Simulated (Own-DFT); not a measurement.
## Calculated data, GaN (wurtzite, strained, atoms displaced)

Computed with Own-DFT development build. A calculation, not a measurement: plane-wave PBE density functional theory by an unreviewed code, no spin, of a simulated periodic cell, stress positive in tension, free energy of the whole cell less one offset for each atom, forces on such cells passed a denser k mesh, this cell's mesh not checked; offsets are fitted by least squares, one for each functional and potential file, so energies compare only between cells with the same atoms and settings and are not formation energies; the far tail of each file's local potential was reset to the Coulomb form; each entry is a single point on an unrelaxed cell, so the pressure reflects the starting lattice, mostly measured values (interpolated for alloys), from which strain is counted, and rises with the displacements; printed positions are rounded, which can move forces by about a meV/angstrom; the program, named Own-DFT, is a retired in-house code; no spin-orbit coupling.

Settings shared by all entries: functional PBE; potential files PseudoDojo norm-conserving, scalar-relativistic, standard set with the stringent files for Ga; wave cutoff 96 hartree; occupations Gaussian; smearing width 0.01 eV; k mesh 3 x 4 x 3 centred on Gamma.

(1) GaN (wurtzite, strained, atoms displaced)

```
GaN
1.0
     12.7560     0.0000     0.0000
     -4.7835     8.2853     0.0000
      0.0000     0.0000    10.4218
Ga N Ga N Ga N Ga N Ga N Ga N Ga N Ga N Ga N Ga N Ga N Ga N Ga N Ga N Ga N Ga N Ga N Ga N Ga N Ga N Ga N Ga N Ga N Ga N
2 2 2 2 2 2 2 2 2 2 2 2 2 2 2 2 2 2 2 2 2 2 2 2 2 2 2 2 2 2 2 2 2 2 2 2 2 2 2 2 2 2 2 2 2 2 2 2
Direct
  0.08765 0.21934 0.99970
  0.17125 0.12502 0.25055
  0.08672 0.22218 0.19651
  0.16386 0.09980 0.43115
  0.08483 0.22268 0.49846
  0.17120 0.11243 0.76133
  0.08518 0.22704 0.68409
  0.16486 0.11617 0.93852
  0.08134 0.55023 0.99653
  0.16342 0.44739 0.24923
  0.08196 0.55717 0.18677
  0.15884 0.43176 0.43866
  0.08941 0.56389 0.49967
  0.17342 0.45628 0.75925
  0.08657 0.55291 0.69102
  0.16724 0.44083 0.93858
  0.08547 0.88935 0.00297
  0.16664 0.78039 0.24607
  0.08076 0.88789 0.19089
  0.17599 0.78381 0.44612
  0.08099 0.88690 0.50759
  0.16750 0.77833 0.74884
  0.08617 0.89840 0.69543
  0.16976 0.77938 0.93713
  0.33479 0.23143 0.00137
  0.41190 0.10305 0.24343
  0.32414 0.21503 0.18175
  0.41159 0.10685 0.44095
  0.32689 0.21872 0.49484
  0.41614 0.11441 0.75578
  0.32346 0.20924 0.68503
  0.41039 0.10690 0.93476
  0.32920 0.54364 0.99551
  0.42041 0.44249 0.25838
  0.32848 0.55503 0.18516
  0.41136 0.44317 0.44048
  0.33221 0.56087 0.50334
  0.41665 0.44210 0.74446
  0.33320 0.56745 0.68363
  0.41744 0.44073 0.93756
  0.33239 0.89335 0.99677
  0.42222 0.78148 0.24973
  0.33574 0.89105 0.19437
  0.41784 0.77938 0.44176
  0.32720 0.87823 0.49581
  0.42382 0.78330 0.75746
  0.33117 0.89227 0.68926
  0.41338 0.77753 0.93706
  0.58633 0.22372 0.99564
  0.65830 0.10426 0.24536
  0.58366 0.22493 0.19053
  0.66679 0.10616 0.43354
  0.58212 0.22481 0.49759
  0.66663 0.10841 0.74521
  0.58484 0.21066 0.69121
  0.67422 0.10934 0.92643
  0.58489 0.56209 0.00166
  0.67204 0.44694 0.24594
  0.58973 0.56213 0.18849
  0.66695 0.43856 0.44542
  0.58473 0.56627 0.49840
  0.66733 0.44560 0.75219
  0.57914 0.55667 0.68660
  0.67236 0.43875 0.93982
  0.58030 0.88990 0.00969
  0.67045 0.78094 0.25715
  0.58629 0.88612 0.18384
  0.66405 0.76933 0.43406
  0.58031 0.88455 0.49775
  0.66786 0.77927 0.75743
  0.58906 0.88968 0.67761
  0.65907 0.77687 0.94603
  0.83195 0.21326 0.01200
  0.92121 0.12054 0.24842
  0.83375 0.22464 0.19144
  0.92195 0.11773 0.44002
  0.82389 0.21548 0.49795
  0.91576 0.11460 0.74811
  0.84228 0.23565 0.68983
  0.92154 0.11302 0.93160
  0.83428 0.56215 0.99577
  0.91709 0.45379 0.24218
  0.83575 0.55951 0.19766
  0.91612 0.44170 0.44001
  0.83567 0.55840 0.50206
  0.91723 0.44800 0.74302
  0.83378 0.55070 0.68632
  0.90681 0.43673 0.94203
  0.83626 0.88769 0.00135
  0.91910 0.76703 0.25369
  0.83929 0.88945 0.18257
  0.91891 0.77407 0.44170
  0.83965 0.89723 0.50273
  0.91441 0.77870 0.75522
  0.83282 0.89057 0.69032
  0.90984 0.77511 0.94150
```

* free energy of cell above offsets: -5.272 eV
* pressure: 5.85 GPa
* stress xx: -5.53 GPa
* stress yy: -6.65 GPa
* stress zz: -5.36 GPa
* stress yz: 0.71 GPa
* stress xz: -0.22 GPa
* stress xy: -0.29 GPa

Force:
```
element  x (eV/Å)  y (eV/Å)  z (eV/Å)
     Ga    -2.049     0.395     0.827
     Ga    -0.104    -2.478     0.468
      N    -1.346     1.016    -1.941
      N    -0.552     0.751     0.978
     Ga     0.468    -0.873     0.924
     Ga    -1.911     0.425    -1.944
      N     0.582    -0.106      1.19
      N     1.791     -1.15     1.088
     Ga     -0.75     0.245     0.016
     Ga     0.592    -0.121     0.588
      N      0.19     0.278    -0.316
      N     0.606     2.728    -0.664
     Ga    -0.487    -1.823     0.275
     Ga    -0.128    -1.613    -2.049
      N    -0.894     1.015    -0.179
      N    -0.481     -0.02     0.688
     Ga    -0.339    -0.118    -0.109
     Ga     0.151     0.018     0.873
      N     0.682     0.549    -0.466
      N    -3.518     -1.72    -2.029
     Ga     0.741     0.387    -0.198
     Ga    -0.055     0.041    -0.073
      N    -0.391    -1.572      -0.2
      N    -0.976    -0.549     0.389
     Ga     0.275     -1.53    -0.409
     Ga    -0.258     1.918     1.558
      N     2.069     1.364      0.81
      N     0.533     0.345    -0.983
     Ga     0.576    -0.481      0.72
     Ga      0.35    -0.666    -2.076
      N     1.283     2.027      0.09
      N     0.545      1.46     1.514
     Ga     0.233     1.681     1.012
     Ga    -0.796     0.277    -1.491
      N      1.18     0.163     0.356
      N     0.558     0.332     0.301
     Ga    -0.484    -1.002    -0.942
     Ga    -1.048    -0.414    -0.049
      N     1.168    -0.708     1.506
      N      0.12     0.967    -0.777
     Ga     0.556    -0.872     0.687
     Ga    -0.695    -1.149      0.16
      N     0.072    -1.259    -1.511
      N    -0.001    -0.433    -1.315
     Ga     2.359     2.892      2.05
     Ga    -0.794     0.559    -1.801
      N     1.149    -0.227    -0.033
      N     0.541    -0.227     1.215
     Ga     0.187    -1.192     0.119
     Ga     1.084     0.928     0.821
      N    -0.302    -0.441    -1.084
      N    -1.265    -0.451    -0.191
     Ga    -0.145     -1.52     0.647
     Ga     1.578     0.104    -0.141
      N    -1.973     1.771    -0.586
      N    -1.216    -0.553     2.419
     Ga     0.439    -1.165     0.099
     Ga    -0.906    -0.284     1.419
      N    -0.525    -0.877     0.309
      N    -0.746     1.644    -1.204
     Ga     0.601    -2.795     0.623
     Ga     0.113    -0.766    -0.792
      N     1.171     0.108     0.397
      N    -1.991     1.156    -0.255
     Ga    -0.151     0.238    -2.846
     Ga     0.982     0.214    -1.958
      N    -0.406     0.167      2.02
      N     0.277     2.392     0.858
     Ga     0.569     0.523    -0.239
     Ga    -0.451      0.03     -0.51
      N    -0.245    -0.341     1.744
      N     1.218     0.536    -1.006
     Ga     0.172     0.536    -2.363
     Ga     0.099    -1.356      0.71
      N    -0.483    -0.189      0.42
      N    -1.067     -1.06     -0.54
     Ga     1.768     1.373     0.515
     Ga     0.844      0.74    -0.347
      N    -1.029    -2.213    -1.097
      N    -0.319    -0.351     1.603
     Ga     0.876    -1.234     1.133
     Ga     1.093    -1.492     1.839
      N    -0.708    -0.788    -2.233
      N     0.098     0.667    -0.581
     Ga     0.114    -1.125     -0.32
     Ga     0.857     0.057      1.47
      N    -1.139      1.43     0.696
      N     1.334     0.736    -0.272
     Ga     -1.49     1.012    -0.154
     Ga    -1.085      2.61     0.398
      N    -0.508     0.137     1.764
      N    -0.661     0.698    -0.073
     Ga    -0.167    -0.568    -0.434
     Ga     0.603    -0.016      -0.8
      N    -0.014    -0.353    -0.025
      N     1.601     0.606    -0.697
```

(2) GaN (wurtzite, strained, atoms displaced)

```
GaN
1.0
     12.7560     0.0000     0.0000
     -4.7835     8.2853     0.0000
      0.0000     0.0000    10.4218
Ga N Ga N Ga N Ga N Ga N Ga N Ga N Ga N Ga N Ga N Ga N Ga N Ga N Ga N Ga N Ga N Ga N Ga N Ga N Ga N Ga N Ga N Ga N Ga N
2 2 2 2 2 2 2 2 2 2 2 2 2 2 2 2 2 2 2 2 2 2 2 2 2 2 2 2 2 2 2 2 2 2 2 2 2 2 2 2 2 2 2 2 2 2 2 2
Direct
  0.09085 0.22183 0.99255
  0.16641 0.11345 0.24976
  0.09246 0.23551 0.18212
  0.16996 0.10904 0.44203
  0.07489 0.22149 0.50104
  0.17305 0.10829 0.74987
  0.08462 0.21574 0.68803
  0.16131 0.11945 0.94091
  0.09007 0.56348 0.00139
  0.17758 0.45300 0.25568
  0.08538 0.56139 0.18926
  0.16991 0.44795 0.43883
  0.07666 0.55646 0.50199
  0.16895 0.44119 0.75150
  0.07536 0.55063 0.68098
  0.16604 0.44446 0.94416
  0.08767 0.89863 0.99877
  0.16779 0.78386 0.24098
  0.08710 0.89273 0.19465
  0.15981 0.76569 0.44551
  0.08570 0.88816 0.50187
  0.16372 0.77478 0.74677
  0.08762 0.88795 0.69720
  0.17416 0.78249 0.93466
  0.33181 0.22498 0.00386
  0.41904 0.12517 0.25292
  0.33182 0.22548 0.19035
  0.41319 0.10546 0.42670
  0.33552 0.22249 0.49869
  0.42002 0.11523 0.74191
  0.33592 0.23292 0.68135
  0.42190 0.11700 0.94429
  0.34060 0.56556 0.99864
  0.41839 0.44613 0.24667
  0.32535 0.54629 0.19535
  0.41417 0.44706 0.44070
  0.33553 0.55388 0.49457
  0.41836 0.44050 0.75190
  0.33131 0.55276 0.69129
  0.42001 0.44865 0.93841
  0.34032 0.89814 0.01246
  0.41191 0.77119 0.24519
  0.33443 0.88995 0.17952
  0.40957 0.77228 0.43928
  0.32166 0.88290 0.49646
  0.42534 0.78612 0.74649
  0.33641 0.89287 0.69244
  0.41132 0.77092 0.93823
  0.58716 0.21923 0.00411
  0.66627 0.12403 0.25189
  0.58485 0.21477 0.18977
  0.67330 0.11184 0.44003
  0.57734 0.21986 0.49594
  0.66718 0.10657 0.74616
  0.58212 0.22209 0.69540
  0.67383 0.11902 0.93636
  0.57497 0.55404 0.00496
  0.66489 0.44478 0.25637
  0.59128 0.56423 0.20034
  0.66987 0.44509 0.43817
  0.57101 0.55403 0.49899
  0.67480 0.46033 0.74611
  0.58384 0.55298 0.69250
  0.66680 0.43910 0.94829
  0.58443 0.89218 0.99946
  0.66591 0.78178 0.24767
  0.58450 0.89164 0.19469
  0.66636 0.76946 0.43252
  0.57482 0.88675 0.50277
  0.66719 0.77651 0.75084
  0.58510 0.88919 0.69498
  0.66497 0.77234 0.95092
  0.82261 0.21107 0.99723
  0.91597 0.11017 0.24881
  0.83517 0.21799 0.17910
  0.90897 0.10321 0.43531
  0.84139 0.23362 0.49894
  0.91597 0.11007 0.75434
  0.82672 0.21182 0.68862
  0.90924 0.11156 0.93432
  0.83736 0.55105 0.00825
  0.92179 0.45135 0.25145
  0.83579 0.55583 0.18708
  0.91923 0.44972 0.43808
  0.83969 0.55851 0.49872
  0.92212 0.44548 0.74722
  0.82734 0.55512 0.68779
  0.91858 0.45073 0.94421
  0.83267 0.89305 0.99588
  0.91823 0.77466 0.24559
  0.83070 0.88160 0.18481
  0.91427 0.77316 0.43799
  0.84131 0.88999 0.49460
  0.91307 0.77628 0.74547
  0.84491 0.88531 0.68870
  0.92197 0.78514 0.94011
```

- free energy of cell above offsets: -3.513 eV
- pressure: 6.55 GPa
- stress xx: -8.21 GPa
- stress yy: -6.85 GPa
- stress zz: -4.59 GPa
- stress yz: 0.61 GPa
- stress xz: -0.02 GPa
- stress xy: 0.09 GPa

Force:
```
element  x (eV/Å)  y (eV/Å)  z (eV/Å)
     Ga     -4.94     2.143     2.073
     Ga    -0.677     0.354     0.721
      N    -0.589    -1.353     0.852
      N    -0.992     0.194    -0.461
     Ga     1.516     0.128    -0.224
     Ga     -0.96     0.399    -0.093
      N    -0.578     0.395      0.28
      N      4.79    -1.955     -1.79
     Ga    -0.736    -0.571    -0.057
     Ga    -3.812    -1.921     0.102
      N     0.699    -0.068     0.266
      N    -1.051    -0.682     0.595
     Ga     2.118    -0.924    -0.553
     Ga    -0.674     0.064     0.119
      N     1.892     0.532     1.183
      N     0.687     0.462    -1.126
     Ga     0.208    -1.294    -0.037
     Ga     0.769    -0.796     1.215
      N    -0.693     0.383    -1.202
      N     -0.35     1.778    -1.757
     Ga    -0.616     0.065     0.219
     Ga     1.432    -0.274     0.941
      N    -1.026     0.123    -1.462
      N    -0.595     0.482      0.67
     Ga     0.682    -0.116    -0.586
     Ga      0.66    -1.369    -2.214
      N     0.444     0.143    -0.248
      N      -0.2     0.111     2.504
     Ga    -0.603     0.071    -0.443
     Ga    -0.656    -0.136     1.736
      N     0.735    -1.557     0.865
      N    -0.908    -0.178    -0.734
     Ga    -1.041    -2.153     0.515
     Ga      0.15     0.498     0.781
      N     3.384     2.317     -2.14
      N     0.428    -1.564    -1.295
     Ga    -1.585     0.138     1.809
     Ga    -0.658     1.235     0.015
      N      0.88     0.818    -0.567
      N     -1.19    -0.995     0.229
     Ga    -0.377     -0.36    -4.826
     Ga     0.523     1.031     0.704
      N    -0.132     0.332     4.478
      N     0.014     0.868    -0.413
     Ga     1.517     0.214     0.825
     Ga    -1.944    -1.726     0.918
      N    -0.332    -0.431    -1.243
      N     0.762     2.539     -0.24
     Ga    -0.658     0.722    -0.722
     Ga     3.163    -2.089     0.932
      N    -2.573     1.972    -0.279
      N    -1.299     0.101     0.195
     Ga     1.499     0.261     0.903
     Ga    -1.122     1.216     0.677
      N     0.818     0.692    -1.547
      N    -2.588    -2.476    -0.979
     Ga     2.933    -0.212      0.64
     Ga     1.045     0.113    -0.872
      N    -1.495    -1.741    -1.611
      N    -0.814    -0.358     0.829
     Ga     2.874      0.82     0.409
     Ga    -0.897    -2.852      2.14
      N    -1.035     0.808    -0.871
      N    -0.468     1.267    -0.863
     Ga    -0.189    -0.179     0.558
     Ga     0.577     0.639     0.611
      N     -1.04     0.166    -1.017
      N    -0.704     1.113      1.58
     Ga     1.669     0.257    -0.955
     Ga     0.905    -0.002     0.464
      N     0.808    -0.313    -1.195
      N    -0.566     0.649    -1.833
     Ga     2.808     2.867     0.703
     Ga     0.581    -0.016    -1.083
      N    -0.859     0.791     1.814
      N     0.709     1.412     0.044
     Ga    -0.884    -1.677     0.483
     Ga     0.463     -0.24    -0.972
      N      1.34     1.544    -0.645
      N     1.439       0.1     0.629
     Ga    -1.465      1.05    -1.569
     Ga     0.084    -1.056    -1.051
      N    -0.301    -0.466     1.589
      N    -0.177    -0.755    -0.517
     Ga    -1.741    -0.457     0.531
     Ga    -2.236    -0.995     1.748
      N     2.919      0.54    -0.887
      N     1.288     -1.05    -1.368
     Ga     0.957    -0.557     0.626
     Ga    -0.674      0.42     0.295
      N     0.498     1.031     0.384
      N     1.381     0.643    -0.529
     Ga    -1.875    -1.108     0.862
     Ga     2.852    -0.901     2.174
      N    -3.956     1.565    -1.144
      N    -0.372    -0.656    -0.218
```

(3) GaN (wurtzite, strained, atoms displaced)

```
GaN
1.0
     12.7560     0.0000     0.0000
     -4.7835     8.2853     0.0000
      0.0000     0.0000    10.4218
Ga N Ga N Ga N Ga N Ga N Ga N Ga N Ga N Ga N Ga N Ga N Ga N Ga N Ga N Ga N Ga N Ga N Ga N Ga N Ga N Ga N Ga N Ga N Ga N
2 2 2 2 2 2 2 2 2 2 2 2 2 2 2 2 2 2 2 2 2 2 2 2 2 2 2 2 2 2 2 2 2 2 2 2 2 2 2 2 2 2 2 2 2 2 2 2
Direct
  0.08055 0.22507 0.00241
  0.16167 0.11432 0.25142
  0.07865 0.21323 0.18355
  0.16800 0.10672 0.44550
  0.08114 0.21903 0.49199
  0.16226 0.10849 0.74782
  0.08879 0.22194 0.68549
  0.15534 0.11080 0.94451
  0.08255 0.56173 0.00532
  0.16676 0.44848 0.25138
  0.07744 0.55346 0.18493
  0.16238 0.44514 0.43503
  0.08139 0.54896 0.50337
  0.16893 0.45483 0.74689
  0.08369 0.54821 0.69739
  0.16912 0.44202 0.93649
  0.07841 0.88803 0.00511
  0.16723 0.77438 0.25000
  0.08658 0.89836 0.18789
  0.16800 0.78383 0.42745
  0.07782 0.88672 0.50126
  0.16217 0.76626 0.75371
  0.09021 0.88955 0.68997
  0.16885 0.78161 0.94306
  0.33830 0.22723 0.00470
  0.41938 0.11917 0.24384
  0.33052 0.22533 0.19188
  0.42318 0.10930 0.43878
  0.34117 0.22231 0.49712
  0.42312 0.12608 0.74252
  0.34249 0.22184 0.68766
  0.41887 0.11341 0.94146
  0.33544 0.55565 0.99533
  0.41647 0.44359 0.25063
  0.33721 0.56661 0.18841
  0.41771 0.44887 0.43570
  0.33408 0.56337 0.49964
  0.41420 0.44393 0.75278
  0.33357 0.55101 0.68973
  0.41488 0.44049 0.93485
  0.32602 0.88384 0.00191
  0.41427 0.77535 0.24714
  0.33925 0.89162 0.18689
  0.42304 0.78293 0.43514
  0.32948 0.88639 0.50869
  0.43067 0.77902 0.76154
  0.33761 0.88678 0.68525
  0.41833 0.78826 0.94019
  0.57845 0.21013 0.00702
  0.66716 0.11529 0.24632
  0.58013 0.21458 0.19030
  0.66930 0.11942 0.43742
  0.57527 0.20195 0.50313
  0.66399 0.11491 0.74545
  0.58413 0.22560 0.68215
  0.66352 0.10931 0.94119
  0.58585 0.55151 0.00137
  0.67315 0.44252 0.24740
  0.58277 0.55670 0.19082
  0.67849 0.45669 0.44114
  0.58251 0.55642 0.51017
  0.66619 0.44248 0.75480
  0.58301 0.55712 0.68632
  0.66736 0.44900 0.93580
  0.57561 0.88331 0.00211
  0.66770 0.78217 0.24957
  0.58476 0.89361 0.18960
  0.66917 0.77581 0.43563
  0.57931 0.89160 0.49101
  0.66926 0.77115 0.74441
  0.58865 0.89392 0.68576
  0.66732 0.77657 0.94344
  0.82599 0.21571 0.99294
  0.91048 0.10543 0.24378
  0.83407 0.22733 0.18959
  0.92048 0.11524 0.43426
  0.82746 0.21805 0.50486
  0.92591 0.12344 0.75005
  0.83175 0.22090 0.68099
  0.91866 0.11909 0.93690
  0.82861 0.55217 0.99395
  0.91450 0.45067 0.25163
  0.83626 0.55641 0.18560
  0.91673 0.44249 0.43722
  0.83788 0.56218 0.50303
  0.91276 0.44962 0.74606
  0.83795 0.55082 0.68077
  0.91907 0.44800 0.93593
  0.83516 0.88982 0.99941
  0.92048 0.78276 0.24583
  0.84171 0.88923 0.19273
  0.91967 0.77338 0.43634
  0.83196 0.89823 0.50545
  0.90781 0.77103 0.74836
  0.83246 0.88805 0.69263
  0.91814 0.78578 0.93623
```

- free energy of cell above offsets: -5.345 eV
- pressure: 5.98 GPa
- stress xx: -7.71 GPa
- stress yy: -4.74 GPa
- stress zz: -5.47 GPa
- stress yz: -0.3 GPa
- stress xz: -1.22 GPa
- stress xy: 0.19 GPa

Force:
```
element  x (eV/Å)  y (eV/Å)  z (eV/Å)
     Ga     0.168     0.378     -0.47
     Ga     1.041    -0.324     0.635
      N    -0.716     1.744     1.282
      N    -0.084     0.967    -1.068
     Ga     0.931     0.447     0.973
     Ga      1.47     0.075     1.105
      N     -1.11     0.929    -0.608
      N     2.336     -0.11    -1.121
     Ga     0.697    -0.971    -1.248
     Ga    -0.133     -0.55    -1.052
      N     0.819     0.291      0.94
      N     1.245     0.047     0.535
     Ga    -0.828     1.089    -0.472
     Ga     1.978     -2.16     1.279
      N     -1.97     0.855      -1.9
      N    -0.786     1.095     0.213
     Ga     0.637     0.856    -0.744
     Ga    -0.216     0.892    -0.991
      N     0.596     -1.22     0.309
      N       0.3    -0.899     2.529
     Ga     1.288     -0.01     0.057
     Ga     0.671     1.855     -0.02
      N    -1.166    -1.023    -0.097
      N    -1.287    -0.633    -0.684
     Ga    -1.344    -1.198     -0.61
     Ga    -0.695     -1.39     1.282
      N     0.334    -0.198    -0.212
      N    -1.868    -0.664     -1.06
     Ga    -0.947     0.209     0.189
     Ga     1.007    -2.925     1.939
      N     -2.92     1.136    -0.631
      N    -0.572    -0.305    -0.643
     Ga    -0.562     0.048     0.692
     Ga     -0.12     0.938     0.114
      N    -0.067    -2.223    -0.748
      N     -0.03    -0.336     0.785
     Ga     0.419    -0.686    -0.062
     Ga     0.529    -0.694    -0.783
      N    -0.106      1.21    -0.278
      N     0.545     0.861     0.787
     Ga     0.912     1.462     0.074
     Ga     0.534     1.476     0.759
      N    -1.191     0.143      0.08
      N    -2.005    -0.852    -0.131
     Ga     0.167    -0.163    -1.957
     Ga    -1.732     0.095     -2.17
      N    -0.082    -0.081     2.123
      N    -0.182    -1.572     0.197
     Ga    -0.055     1.004    -0.849
     Ga     0.851    -0.388     0.793
      N     0.161      1.63    -0.378
      N     0.269    -1.401    -0.627
     Ga     0.891     3.267    -0.848
     Ga     0.887    -0.506     0.759
      N     0.542     0.359     1.256
      N    -0.273    -0.352    -1.108
     Ga     -1.26     0.793     0.503
     Ga    -1.261     0.603     1.436
      N     0.696    -0.386    -0.592
      N    -1.657     -1.73    -0.481
     Ga      0.83    -0.252    -2.997
     Ga     0.024     0.254    -1.558
      N     0.309     -0.87      1.71
      N     0.265    -1.534     0.332
     Ga     1.834     0.688     0.393
     Ga     0.572    -0.523     -0.02
      N     0.104    -0.345    -0.138
      N    -0.807     0.734     0.723
     Ga     2.104     0.235     0.926
     Ga    -1.216     1.347     1.401
      N     0.284    -0.443    -0.132
      N    -0.474     -0.02    -0.813
     Ga     0.863     1.294     1.043
     Ga     0.249     1.229     0.742
      N    -0.178    -0.412    -0.834
      N    -1.208    -0.596     0.172
     Ga     1.052     0.906    -2.017
     Ga    -0.591    -0.709    -0.025
      N     0.185     0.338     2.222
      N    -0.509    -0.862     -0.06
     Ga     1.229      0.89     0.761
     Ga     0.952    -0.938      0.27
      N    -0.736      0.59    -0.869
      N     0.013     0.094     0.619
     Ga     0.229    -0.797    -1.609
     Ga     2.225    -1.654     1.153
      N    -2.469     1.169     1.574
      N    -0.741    -0.425    -0.297
     Ga    -0.586     0.582     0.236
     Ga     0.866    -0.964     1.199
      N    -2.193    -0.193    -1.396
      N    -1.272     1.172    -0.003
     Ga     0.925    -0.889    -1.058
     Ga     1.804       0.8     0.146
      N      0.37     0.891    -0.587
      N    -0.007    -1.586    -0.193
```
